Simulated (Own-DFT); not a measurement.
# Stretching a layer in its plane: wurtzite GaN, 72 atoms (Ga36N36)

No measurement is shown. These are fixed-geometry runs of a retired plane-wave code named Own-DFT, which no person has reviewed; spin and spin-orbit coupling are neglected.

Settings: PBE; PseudoDojo norm-conserving scalar-relativistic files; cutoff 42 hartree; 4 x 4 x 3 k mesh centred on Gamma; Fermi-Dirac smearing of 0.1 eV.

Caveats: forces not confirmed at this smearing and k mesh; stress not checked against mesh or cutoff.

Unstrained cell vectors in Å: (9.567, 0.000, 0.000); (-4.784, 8.285, 0.000); (0.000, 0.000, 10.370). The unstrained cell has measured lattice constants (interpolated for alloys), not those of this functional. That, the random moves and any unrelaxed bonds set the pressure at no strain. Each run strains x and y alike by e, as a substrate would, and holds the height along z. Each coordinate of each atom was shifted by a normal deviate of width 0.05 Å. Stress is positive in tension.

```
e (%),u (Å),(s_xx + s_yy)/2 (GPa),s_zz (GPa)
-2.75,0.051,-24.06,-12.97
-2.50,0.051,-23.08,-12.45
-2.25,0.047,-19.88,-12.08
-1.75,0.055,-18.13,-10.58
-1.00,0.050,?,?
0.75,0.048,-3.33,-7.50
1.25,0.051,-0.94,-6.16
1.50,0.049,0.12,-5.92
2.50,0.048,4.74,-5.92
3.00,0.050,6.51,-4.74
```

## Worked fit

With e as a fraction, the in-plane stress is -7.3 + 542 e - 2543 e² GPa (errors 8 and 628, scatter 0.51), and s_zz is -8.7 + 142 e GPa (slope ± 9, scatter 0.57). At e = 0 the first slope is C11 + C12 and the second 2 C13, both with the ions held to the strained lattice and at the cell's own pressure. The term in e² is negative: the layer stiffens under compression and softens under tension. A free layer would change its height as e changes, and the in-plane slope would drop by 2 C13²/C33 to the biaxial modulus. At fixed height, a misfit of 1 % moves the in-plane stress by about 5.4 GPa and s_zz by 1.4 GPa.

## Prediction

Q: what are the two stresses at e = -1.00 %?

The fitted form gives -13.0 and -10.1 GPa. The hidden result is -12.93 and -10.08 GPa.
